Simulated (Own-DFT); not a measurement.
# A change of arrangement and its cost: In32P32, 64 atoms

Calculated results; nothing here was measured. The program, named Own-DFT, is a retired in-house plane-wave density functional code that no person has reviewed. Each row is one single-point run on a periodic cell that was not relaxed, without spin or spin-orbit coupling.

Settings of every run: PBE; PseudoDojo norm-conserving scalar-relativistic files; cutoff 36 hartree; 3 x 3 x 3 k mesh centred on Gamma; Fermi-Dirac smearing of 0.1 eV.

Known limits, some of them of some rows only: not probed for a lower state with spin; forces on such cells moved up to 12 meV/angstrom on a denser k mesh; stress not checked against mesh or cutoff.

All cells hold the same atoms in the same cell, with vectors in Å (11.737, 0.000, 0.000); (0.000, 11.737, 0.000); (0.000, 0.000, 11.737). Every atom was moved at random from its ideal site; u is the rms move along one axis. The defect's site can differ from row to row. E is the free energy of the cell above the lowest run. The arrangements:

- A: zincblende InP
- B: zincblende InP, with one In on a P site and one P on an In site, 2.5 Å apart

| arrangement | u (Å) | E (eV) | P (GPa) |
|---|---|---|---|
| A | 0.0195 | 0.000 | 3.20 |
| A | 0.0204 | 0.097 | 3.22 |
| A | 0.0209 | 0.055 | 3.21 |
| A | 0.0450 | 1.658 | 3.51 |
| A | 0.0460 | 1.670 | 3.56 |
| A | 0.0521 | 2.432 | 3.69 |
| B | 0.0278 | 4.378 | 3.62 |
| B | 0.0286 | 4.459 | 3.65 |
| B | 0.0309 | 4.597 | 3.68 |
| B | 0.0503 | 6.200 | 4.00 |
| B | 0.0510 | 5.594 | 3.87 |
| B | 0.0529 | 6.361 | 4.03 |

Question: once the cost of the random moves is taken out, how do the arrangements rank?

## Worked answer

Fit E = a + b u², with one b for all and one a for each arrangement, and with residuals divided by u², since the noise grows with the moves. Then b = 952 eV/Å², the scatter at u = 0.04 Å is 0.14 eV, and against A:

- B: 3.99 ± 0.05 eV (higher)

These are energies of unrelaxed cells. Relaxing the atoms lowers the strained arrangements most, so the gaps would shrink and small ones could change sign.
